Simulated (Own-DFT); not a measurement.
Simulation results for GaP (zincblende, atoms displaced)

A calculation, not a measurement: plane-wave PBE density functional theory by an unreviewed code, no spin, of a simulated periodic cell, stress positive in tension, free energy of the whole cell less one offset for each atom, forces on such cells passed a denser k mesh, this cell's mesh not checked; offsets are fitted by least squares, one for each functional and potential file, so energies compare only between cells with the same atoms and settings and are not formation energies; the far tail of each file's local potential was reset to the Coulomb form; each entry is a single point on an unrelaxed cell, so the pressure reflects the starting lattice, mostly measured values (interpolated for alloys), from which strain is counted, and rises with the displacements; printed positions are rounded, which can move forces by about a meV/angstrom; the program, named Own-DFT, is a retired in-house code; no spin-orbit coupling. Program: Own-DFT development build.

```cif
# cell vector a (Å): 16.3515 0.0000 0.0000
# cell vector b (Å): 0.0000 10.9010 0.0000
# cell vector c (Å): 0.0000 0.0000 10.9010
data_GaP
_symmetry_space_group_name_H-M 'P 1'
_symmetry_Int_Tables_number 1
_cell_length_a 16.3515
_cell_length_b 10.9010
_cell_length_c 10.9010
_cell_angle_alpha 90.000
_cell_angle_beta 90.000
_cell_angle_gamma 90.000
_cell_volume 1943.08
loop_
_atom_site_label
_atom_site_type_symbol
_atom_site_fract_x
_atom_site_fract_y
_atom_site_fract_z
_atom_site_occupancy
Ga1 Ga 0.99044 0.00738 0.97903 1
Ga2 Ga 0.99414 0.25897 0.26856 1
Ga3 Ga 0.15748 0.00119 0.22825 1
Ga4 Ga 0.15603 0.27123 0.01459 1
P1 P 0.09179 0.12763 0.12082 1
P2 P 0.06840 0.37635 0.39707 1
P3 P 0.23032 0.11697 0.37806 1
P4 P 0.26180 0.39081 0.12372 1
Ga5 Ga 0.00080 0.99475 0.47970 1
Ga6 Ga 0.98362 0.24856 0.74284 1
Ga7 Ga 0.16337 0.02915 0.73368 1
Ga8 Ga 0.17614 0.27349 0.48244 1
P5 P 0.07152 0.12419 0.63843 1
P6 P 0.08260 0.34812 0.86562 1
P7 P 0.25027 0.13170 0.84053 1
P8 P 0.25196 0.37322 0.62577 1
Ga9 Ga 0.00640 0.52100 0.99500 1
Ga10 Ga 0.00516 0.73092 0.24533 1
Ga11 Ga 0.17453 0.48905 0.24630 1
Ga12 Ga 0.15684 0.75050 0.00843 1
P9 P 0.09564 0.63569 0.14084 1
P10 P 0.09054 0.89192 0.38806 1
P11 P 0.22400 0.62250 0.35563 1
P12 P 0.25437 0.84889 0.13579 1
Ga13 Ga 0.99574 0.48595 0.50956 1
Ga14 Ga 0.97979 0.75377 0.75660 1
Ga15 Ga 0.15616 0.49341 0.76054 1
Ga16 Ga 0.15626 0.74512 0.47857 1
P13 P 0.07262 0.62841 0.61359 1
P14 P 0.08745 0.87716 0.86564 1
P15 P 0.23636 0.63021 0.87397 1
P16 P 0.23771 0.87030 0.63008 1
Ga17 Ga 0.31981 0.00885 0.99751 1
Ga18 Ga 0.32908 0.23552 0.23702 1
Ga19 Ga 0.49531 0.98852 0.23424 1
Ga20 Ga 0.49197 0.23513 0.98818 1
P17 P 0.41364 0.12746 0.13368 1
P18 P 0.42137 0.37624 0.35827 1
P19 P 0.58367 0.13629 0.37766 1
P20 P 0.56218 0.35516 0.10275 1
Ga21 Ga 0.34219 0.00538 0.50500 1
Ga22 Ga 0.33731 0.26701 0.76747 1
Ga23 Ga 0.49572 0.01156 0.75485 1
Ga24 Ga 0.48599 0.26665 0.51677 1
P21 P 0.40896 0.14349 0.59221 1
P22 P 0.41589 0.35667 0.89249 1
P23 P 0.58919 0.12660 0.91888 1
P24 P 0.57958 0.37175 0.61186 1
Ga25 Ga 0.34228 0.51000 0.03158 1
Ga26 Ga 0.32612 0.75055 0.27216 1
Ga27 Ga 0.50346 0.49440 0.23952 1
Ga28 Ga 0.50677 0.75769 0.99858 1
P25 P 0.41776 0.63039 0.13059 1
P26 P 0.42380 0.88138 0.37007 1
P27 P 0.57257 0.63748 0.37484 1
P28 P 0.57853 0.88463 0.10990 1
Ga29 Ga 0.33103 0.50005 0.49000 1
Ga30 Ga 0.32936 0.75498 0.73060 1
Ga31 Ga 0.49871 0.52039 0.74799 1
Ga32 Ga 0.50593 0.75544 0.49921 1
P29 P 0.41420 0.60787 0.64850 1
P30 P 0.42778 0.89526 0.86275 1
P31 P 0.58371 0.61704 0.86499 1
P32 P 0.58593 0.87356 0.61590 1
Ga33 Ga 0.68467 0.98569 0.98630 1
Ga34 Ga 0.67234 0.25155 0.24100 1
Ga35 Ga 0.82704 0.01328 0.24705 1
Ga36 Ga 0.81465 0.27631 0.00676 1
P33 P 0.74093 0.14158 0.12567 1
P34 P 0.75421 0.40211 0.35148 1
P35 P 0.93967 0.11178 0.38656 1
P36 P 0.89271 0.37697 0.12533 1
Ga37 Ga 0.66576 0.00281 0.51818 1
Ga38 Ga 0.67371 0.25176 0.76332 1
Ga39 Ga 0.82559 0.97914 0.76565 1
Ga40 Ga 0.81899 0.25490 0.49883 1
P37 P 0.75472 0.11326 0.65259 1
P38 P 0.75228 0.36676 0.88177 1
P39 P 0.90690 0.13341 0.88298 1
P40 P 0.91651 0.35888 0.61866 1
Ga41 Ga 0.68104 0.50424 0.01976 1
Ga42 Ga 0.66325 0.73981 0.26729 1
Ga43 Ga 0.82605 0.47992 0.24789 1
Ga44 Ga 0.84153 0.76109 0.98216 1
P41 P 0.76465 0.63769 0.13058 1
P42 P 0.75429 0.86685 0.38266 1
P43 P 0.90404 0.61317 0.39309 1
P44 P 0.92200 0.89401 0.13374 1
Ga45 Ga 0.67854 0.52236 0.48304 1
Ga46 Ga 0.65944 0.72748 0.73867 1
Ga47 Ga 0.84502 0.48853 0.73902 1
Ga48 Ga 0.83095 0.75140 0.50309 1
P45 P 0.75652 0.65523 0.62947 1
P46 P 0.75509 0.90179 0.88669 1
P47 P 0.89184 0.60838 0.87826 1
P48 P 0.91121 0.86605 0.64834 1
_calc_functional 'PBE'
_calc_potential_files 'PseudoDojo norm-conserving, scalar-relativistic, standard set'
_calc_wave_cutoff 42  # hartree
_calc_occupations 'Fermi-Dirac'
_calc_smearing_width 0.1  # eV
_calc_hardware 'one NVIDIA H200'
_calc_k_mesh '2 x 3 x 3 centred on Gamma'
_calc_free_energy_of_cell_above_offsets '-13.796'  # eV
_calc_pressure 8.48  # GPa
_calc_stress_xx -8.65  # GPa
_calc_stress_yy -8.51  # GPa
_calc_stress_zz -8.29  # GPa
_calc_stress_yz 0.62  # GPa
_calc_stress_xz 0.92  # GPa
_calc_stress_xy 0.82  # GPa
_calc_wall_time 960.5  # s
```

Force:
```csv
element,x (eV/Å),y (eV/Å),z (eV/Å)
Ga,1.982,-0.695,0.99
Ga,0.045,-0.374,-2.21
Ga,2.17,-2.068,1.84
Ga,2.44,-0.529,-0.179
P,-3.377,1.428,-1.026
P,3.232,-0.665,-3.215
P,2.35,-0.176,-0.996
P,-2.399,-3.225,0.626
Ga,2.398,-3.533,7.128
Ga,1.309,-2.141,2.233
Ga,0.343,-3.001,0.624
Ga,-1.024,-0.994,1.285
P,-1.161,1.09,-3.107
P,-1.759,2.283,0.005
P,0.185,0.154,3.725
P,-0.132,1.243,0.384
Ga,-0.523,-1.139,0.139
Ga,-2.551,2.284,2.554
Ga,-2.883,-2.549,-0.981
Ga,1.399,1.319,-1.886
P,-0.991,-3.023,-1.069
P,-0.016,-1.505,-3.22
P,4.319,1.756,3.074
P,-1.502,3.093,-2.047
Ga,-1.451,3.161,0.924
Ga,3.602,-2.981,2.12
Ga,0.564,0.771,-1.443
Ga,0.285,0.029,2.728
P,0.044,-0.212,1.725
P,-1.196,0.201,0.517
P,1.607,-0.443,0.538
P,0.631,0.636,-1.983
Ga,0.839,-0.557,-0.253
Ga,-1.454,1.277,2.549
Ga,1.12,1.883,0.705
Ga,-1.114,-1.693,1.374
P,0.253,-1.685,-2.025
P,-1.67,-0.091,0.917
P,-0.085,-0.611,0.095
P,4.057,2.901,2.646
Ga,-3.105,-2.407,-1.631
Ga,-0.854,-1.01,-3.118
Ga,2.671,2.503,-2.538
Ga,2.766,1.481,-3.81
P,-0.671,-1.15,5.654
P,-0.105,4.495,-0.67
P,1.447,-1.172,-4.115
P,2.2,1.831,1.935
Ga,-0.517,0.218,-4.383
Ga,1.584,-0.937,0.341
Ga,0.151,0.358,-0.213
Ga,-1.24,-0.958,-1.462
P,1.67,2.387,1.298
P,-1.549,-1.163,1.389
P,0.955,-2.927,-0.642
P,2.926,-0.586,1.139
Ga,0.024,-0.157,0.003
Ga,0.256,0.098,2.086
Ga,2.571,-4.953,1.626
Ga,-2.124,0.296,1.155
P,-3.409,3.287,-4.798
P,-3.766,-3.335,2.553
P,1.082,0.504,3.103
P,-0.701,0.032,2.372
Ga,-8.129,5.98,7.975
Ga,-3.685,1.907,2.354
Ga,0.591,-0.302,0.864
Ga,2.89,-5.199,2.021
P,2.249,-3.142,-1.641
P,-7.785,-6.775,7.658
P,-7.422,5.148,-4.184
P,6.119,-0.627,-0.466
Ga,0.864,1.038,-1.951
Ga,-2.38,-0.787,-0.547
Ga,4.927,3.717,-3.673
Ga,0.583,-1.109,-0.179
P,-0.981,1.367,-2.131
P,-2.419,4.913,-4.236
P,-1.232,0.735,-0.513
P,-1.768,1.207,-1.092
Ga,-1.663,-0.534,-1.014
Ga,1.073,1.676,-1.932
Ga,6.118,8.153,-4.239
Ga,-0.517,1.443,2.419
P,-1.447,0.266,0.34
P,-1.174,2.158,-0.936
P,1.625,-0.427,-1.732
P,0.007,-1.575,-0.875
Ga,-1.472,0.008,1.292
Ga,-1.018,2.437,0.652
Ga,-2.462,-0.473,-0.775
Ga,2.164,1.357,-0.541
P,-0.119,-4.472,0.409
P,2.284,-10.12,-2.875
P,3.561,0.819,0.624
P,-1.528,2.856,-4.156
```
